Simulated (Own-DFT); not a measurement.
# Strain and stress in wurtzite GaN, 72 atoms (Ga36N36)

Calculated results; nothing here was measured. The program, named Own-DFT, is a retired in-house plane-wave density functional code that no person has reviewed. Each row is one single-point run on a periodic cell that was not relaxed, without spin or spin-orbit coupling.

Settings of every run: PBE; PseudoDojo norm-conserving scalar-relativistic files (stringent for Ga); cutoff 96 hartree; 4 x 4 x 3 k mesh centred on Gamma; Gaussian smearing of 0.01 eV.

Known limits: forces not confirmed at this smearing and k mesh; stress not checked against mesh or cutoff.

Unstrained cell vectors in Å: (9.567, 0.000, 0.000); (-4.783, 8.285, 0.000); (0.000, 0.000, 10.370). The unstrained cell has measured lattice constants (interpolated for alloys), not those of this functional. That, the random moves and any unrelaxed bonds set the pressure at no strain. Each run strains this cell uniformly, with the atoms carried along. Every atom was also moved at random, by a Gaussian of width 0.05 Å on each axis. Strain is the symmetric tensor, in per cent. Stress is positive in tension, and the pressure is minus a third of its trace.

```
run  e_xx (%)  e_yy (%)  e_zz (%)  e_yz (%)  e_xz (%)  e_xy (%)  s_xx (GPa)  s_yy (GPa)  s_zz (GPa)  s_yz (GPa)  s_xz (GPa)  s_xy (GPa)  P (GPa)  E (meV/atom)
  1     -1.73     -0.12      0.99      0.51     -1.37     -1.94      -17.33       -9.17       -4.08        0.16       -3.08       -7.97    10.20          57.6
  2      0.68     -1.24     -0.37     -0.01      0.44      1.99       -6.89      -11.08       -8.16       -0.03        0.55        5.17     8.71          17.3
  3      0.86      1.71      0.41     -0.71     -0.87      0.84       -1.10        0.30       -3.44       -1.06       -1.87        2.03     1.41           0.0
  4      0.52     -1.79      0.92     -0.27     -1.58      0.75       -5.84      -13.83       -4.39       -0.77       -3.09        1.38     8.02          20.9
  5     -0.85     -1.37      1.13      0.31     -1.34     -0.23      -11.43      -15.54       -3.27        1.85       -1.53       -2.18    10.08          41.8
  6      0.14     -1.76      0.62     -1.37      0.14     -1.70       -8.25      -11.76       -7.24       -2.63        0.45       -5.65     9.08          18.6
  7      0.96     -0.86      0.19      1.76      1.80      1.31       -3.82       -9.45       -7.26        4.11        4.77        4.11     6.84          18.6
  8      0.95      0.02      0.78      0.13      0.72      1.13       -3.53       -6.69       -1.07        0.12        2.16        2.56     3.76           4.6
  9      1.95     -0.79     -1.00      0.16     -0.68     -1.96        0.84       -9.84      -13.97       -0.68       -1.74       -5.39     7.66          39.5
 10      1.03     -0.11      0.35     -0.80      1.58     -1.80       -2.83       -5.93       -3.79       -1.74        3.27       -4.23     4.18           1.3
 11      1.46     -0.96      0.93     -0.16     -0.69      0.08       -2.42       -8.47       -2.21       -0.08       -1.95       -1.39     4.37           3.8
 12      1.30      0.11     -0.04     -1.16     -0.87      0.30       -0.64       -5.62       -7.30       -2.27       -1.74        0.79     4.52           3.5
 13      1.29     -0.46     -1.12      1.46      1.87      1.62       -2.09       -8.34      -13.75        2.73        2.51        4.79     8.06          33.3
 14     -1.35     -1.03      1.83      1.55     -0.24     -0.02      -12.35      -13.73       -0.39        3.13       -0.60        1.30     8.82          27.6
 15     -1.86      1.70     -1.30     -0.99      1.61      0.78      -13.73       -4.16      -13.87       -2.12        4.07        2.71    10.59          40.9
 16      1.87     -1.75     -1.19     -0.18      0.49     -0.48       -1.02      -14.09      -12.84       -0.51        1.33       -0.80     9.32          21.8
 17      0.85      1.70     -0.30      1.02      1.36     -1.67           ?           ?           ?           ?           ?           ?        ?             ?
```

E is the free energy for each atom above the lowest run shown.

## Worked fit

Each stress component was fitted by least squares to a constant and the strains of the runs shown, as fractions, with shears doubled. Shear strains stay in the fit of a normal stress only where such slopes are resolved. The slopes, in GPa:

| stress | at no strain | per e_xx | per e_yy | per e_zz | scatter |
|---|---|---|---|---|---|
| s_xx | -7.3 | 449 ± 26 | 103 ± 28 | 26 ± 33 | 1.07 |
| s_yy | -7.8 | 132 ± 28 | 398 ± 30 | 58 ± 36 | 1.16 |
| s_zz | -7.5 | 78 ± 29 | 100 ± 32 | 528 ± 38 | 1.21 |

Each shear stress against twice its own strain: yz 93 ± 8, xz 108 ± 10, xy 139 ± 11 GPa. These are stiffnesses along x, y and z of the frame in which the cell vectors are given, which need not be the crystal's axes. The atoms are held to the strained lattice; where symmetry lets them move under strain, relaxing them would lower some slopes. The table should be nearly symmetric about its diagonal, and what it lacks of that shows the noise. A ninth of its sum, 208 ± 9 GPa, estimates the bulk modulus near the mean pressure of these runs, 7.2 GPa, so it lies above the value at zero pressure.

## Withheld run

Question: what normal stresses and pressure should run 17 give?

The fit gives s_xx = -1.8, s_yy = -0.1, s_zz = -6.7 and P = 2.9 GPa. The calculation gave -2.49, 0.53, -7.69 and P = 3.22 GPa.
